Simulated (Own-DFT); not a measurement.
# Which defects push the lattice out? zincblende GaAs

The numbers are computed, not measured, by runs of the plane-wave DFT program Own-DFT (in-house, retired, unreviewed) at fixed positions, with no spin and no spin-orbit coupling.

Common settings: PBE; PseudoDojo norm-conserving scalar-relativistic files; cutoff 42 hartree; 3 x 3 x 3 k mesh centred on Gamma; Fermi-Dirac smearing of 0.1 eV.

Keep in mind (not all hold for every row): not probed for a lower state with spin; forces not confirmed at this smearing and k mesh; stress not checked against mesh or cutoff.

All runs share one cell, with vectors in Å (11.737, 0.000, 0.000); (0.000, 11.737, 0.000); (0.000, 0.000, 10.919) and a volume of 1504.3 Å³, strained against the parent crystal. The atoms are randomly displaced, by u rms on each axis. The defect's site can differ from row to row.

```
cell,formula,u (Å),P (GPa)
no defect,As32Ga32,0.0298,0.80
no defect,As32Ga32,0.0327,0.78
no defect,As32Ga32,0.0515,1.09
one Al on a Ga site,AlAs32Ga31,0.0302,0.72
one Al on a Ga site,AlAs32Ga31,0.0470,1.00
one Al on a Ga site,AlAs32Ga31,0.0521,1.14
one P on an As site,As31Ga32P,0.0306,0.53
one P on an As site,As31Ga32P,0.0315,?
one P on an As site,As31Ga32P,0.0485,0.76
one P on an As site,As31Ga32P,0.0511,0.83
one In on a Ga site,As32Ga31In,0.0287,1.36
one In on a Ga site,As32Ga31In,0.0291,1.31
one In on a Ga site,As32Ga31In,0.0531,1.65
one As vacancy and one Ga vacancy,As31Ga31,0.0311,0.45
one As vacancy and one Ga vacancy,As31Ga31,0.0485,0.72
one As vacancy and one Ga vacancy,As31Ga31,0.0500,0.68
```

## What the rows give

P = P0 + c u² + a shift for each defect gives P0 = 0.61 GPa, c = 180 ± 12 GPa/Å² and a scatter of 0.04 GPa. The shifts, and each times the cell's volume:

- one In on a Ga site: 0.56 ± 0.03 GPa, 5.2 eV
- one Al on a Ga site: -0.01 ± 0.03 GPa, -0.1 eV (not resolved)
- one P on an As site: -0.26 ± 0.03 GPa, -2.4 eV
- one As vacancy and one Ga vacancy: -0.35 ± 0.03 GPa, -3.2 eV

Positive is outwards. The product with the volume (160.2 GPa Å³ to the eV) is nearly free of the cell's size; divided by the bulk modulus at the cell's pressure it gives the volume that the defect adds. The atoms around the defects weren't relaxed, which would change these numbers.

## Test on the hidden row

Question: what pressure belongs in the blank (one P on an As site, u = 0.0315 Å)?

The fitted form gives 0.53 ± 0.04 GPa. Computed: 0.56 GPa.
